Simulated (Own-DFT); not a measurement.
# What random displacements cost in beta-Si3N4, 42 atoms (N24Si18)

These are calculations, not measurements. They come from Own-DFT, an in-house plane-wave density functional program, since retired, whose code no person has reviewed. Each row is one single-point run on a periodic cell that was not relaxed, without spin or spin-orbit coupling.

Settings of every run: PBEsol; PseudoDojo norm-conserving scalar-relativistic files, made for PBE; cutoff 42 hartree; 3 x 3 x 3 k mesh centred on Gamma; Fermi-Dirac smearing of 0.1 eV.

Known limits, some of them of some rows only: some atoms lie very close together; forces on such cells passed a denser k mesh, each cell not checked; stress not checked against mesh or cutoff.

Cell vectors in Å: (7.606, 0.000, 0.000); (-3.803, 6.587, 0.000); (0.000, 0.000, 8.727). In each run every atom was moved at random and independently from its ideal site; u is the rms move along one axis. E is the free energy for each atom above the fitted value at u = 0, and F the rms of the force components.

| run | u (Å) | E (meV/atom) | F (eV/Å) | largest force (eV/Å) | P (GPa) |
|---|---|---|---|---|---|
| 1 | 0.0188 | 15.8 | 0.869 | 3.00 | 3.19 |
| 2 | 0.0207 | 15.1 | 0.811 | 3.42 | 3.15 |
| 3 | 0.0221 | 27.0 | 1.095 | 3.85 | 3.38 |
| 4 | 0.0482 | 112.8 | 2.140 | 10.79 | 6.06 |
| 5 | 0.0507 | ? | ? | ? | ? |
| 6 | 0.1000 | 447.3 | 5.119 | 27.43 | 13.92 |
| 7 | 0.1064 | 506.6 | 4.708 | 20.13 | 16.31 |
| 8 | 0.1360 | 800.1 | 6.270 | 30.16 | 21.75 |

## Worked fit

For small independent moves the energy grows as E = (3/2) K u², with K the mean stiffness felt by one atom. The runs with u up to 0.11 Å give K = 30.5 ± 1.6 eV/Å², with residuals divided by u² + 0.0006 Å², since the noise grows with the moves. The scatter is 10.3 meV/atom at u = 0.05 Å. The forces follow F = G u with G = 46.0 eV/Å²; no force at u = 0 is resolved. G exceeds K because the moves of its neighbours add to the force on an atom, and stiffness differs between atoms. The pressure follows P = 2.87 + 1155 u² GPa: at fixed volume, shortened bonds push harder than stretched ones pull.

## Withheld run

Question: what energy and rms force should run 5 give?

The fit gives 118 ± 12 meV/atom and about 2.33 eV/Å. The calculation gave 115.1 meV/atom and 2.093 eV/Å.
